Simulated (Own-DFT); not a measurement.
# What random displacements cost in beta-Si3N4, 42 atoms (N24Si18)

All numbers below are calculated, not measured. The program, named Own-DFT, is a retired in-house plane-wave density functional code that no person has reviewed. Each row is one single-point run on a periodic cell that was not relaxed, without spin or spin-orbit coupling.

Settings of every run: PBEsol; PseudoDojo norm-conserving scalar-relativistic files, made for PBE; cutoff 42 hartree; 3 x 3 x 3 k mesh centred on Gamma; Fermi-Dirac smearing of 0.1 eV.

Known limits, some of them of some rows only: some atoms lie very close together; forces on such cells passed a denser k mesh, each cell not checked; stress not checked against mesh or cutoff.

Cell vectors in Å: (7.606, 0.000, 0.000); (-3.803, 6.587, 0.000); (0.000, 0.000, 8.727). In each run every atom was moved at random and independently from its ideal site; u is the rms move along one axis. E is the free energy for each atom above the fitted value at u = 0, and F the rms of the force components.

```
run,u (Å),E (meV/atom),F (eV/Å),largest force (eV/Å),P (GPa)
1,0.0185,16.5,0.820,2.92,3.05
2,0.0190,15.7,0.846,3.07,3.15
3,0.0520,125.1,2.143,7.75,6.18
4,0.0532,135.0,2.213,8.93,5.69
5,0.0535,?,?,?,?
6,0.0884,349.2,3.790,12.64,11.92
7,0.1148,777.6,7.396,38.75,26.17
8,0.1445,1094.1,8.332,36.71,31.13
```

## Worked fit

For small independent moves the energy grows as E = (3/2) K u², with K the mean stiffness felt by one atom. The runs with u up to 0.11 Å give K = 30.7 ± 0.7 eV/Å², with residuals divided by u² + 0.0006 Å², since the noise grows with the moves. The scatter is 4.0 meV/atom at u = 0.05 Å. The forces follow F² = F0² + G² u², fitted to F/u, with G = 41.7 eV/Å² and F0 = 0.28 eV/Å. F0 is the force that atoms already bear on their ideal sites. G exceeds K because the moves of its neighbours add to the force on an atom, and stiffness differs between atoms. At u = 0.145 Å the parabola gives 961 meV/atom and the run 1094. The pressure follows P = 2.68 + 1182 u² GPa: at fixed volume, shortened bonds push harder than stretched ones pull.

## Withheld run

Question: what energy and rms force should run 5 give?

The fit gives 132 ± 5 meV/atom and about 2.25 eV/Å. The calculation gave 159.6 meV/atom and 2.668 eV/Å. This run lies off the fit, by chance or by something that the fit leaves out.
